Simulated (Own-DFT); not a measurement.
# Which arrangement is lower? In32P32, 64 atoms

All numbers below are calculated, not measured. They come from Own-DFT, an in-house plane-wave density functional program, since retired, whose code no person has reviewed. Each row is one single-point run on a periodic cell that was not relaxed, without spin or spin-orbit coupling.

Settings of every run: PBE; PseudoDojo norm-conserving scalar-relativistic files; cutoff 36 hartree; 3 x 3 x 3 k mesh centred on Gamma; Fermi-Dirac smearing of 0.1 eV.

Known limits, some of them of some rows only: not probed for a lower state with spin; forces on such cells moved up to 12 meV/angstrom on a denser k mesh; stress not checked against mesh or cutoff.

All cells hold the same atoms in the same cell, with vectors in Å (11.737, 0.000, 0.000); (0.000, 11.737, 0.000); (0.000, 0.000, 11.737). Every atom was moved at random from its ideal site; u is the rms move along one axis. The defect's site can differ from row to row. E is the free energy of the cell above the lowest run. The arrangements:

- A: zincblende InP
- B: zincblende InP, with one In on a P site and one P on an In site, 2.5 Å apart

| arrangement | u (Å) | E (eV) | P (GPa) |
|---|---|---|---|
| A | 0.0203 | 0.000 | 3.20 |
| A | 0.0205 | 0.038 | 3.21 |
| A | 0.0213 | 0.105 | 3.22 |
| A | 0.0496 | 2.209 | 3.64 |
| A | 0.0512 | 1.749 | 3.51 |
| A | 0.0552 | 1.988 | 3.54 |
| B | 0.0302 | 4.309 | 3.60 |
| B | 0.0304 | 4.950 | 3.73 |
| B | 0.0326 | 4.635 | 3.65 |
| B | 0.0494 | 5.909 | 3.94 |
| B | 0.0505 | 6.754 | 4.11 |
| B | 0.0515 | 6.271 | 3.99 |

Question: once the cost of the random moves is taken out, how do the arrangements rank?

## Worked answer

Fit E = a + b u², with one b for all and one a for each arrangement, and with residuals divided by u², since the noise grows with the moves. Then b = 924 eV/Å², the scatter at u = 0.04 Å is 0.33 eV, and against A:

- B: 4.12 ± 0.14 eV (higher)

These are energies of unrelaxed cells. Relaxing the atoms lowers the strained arrangements most, so the gaps would shrink and small ones could change sign.
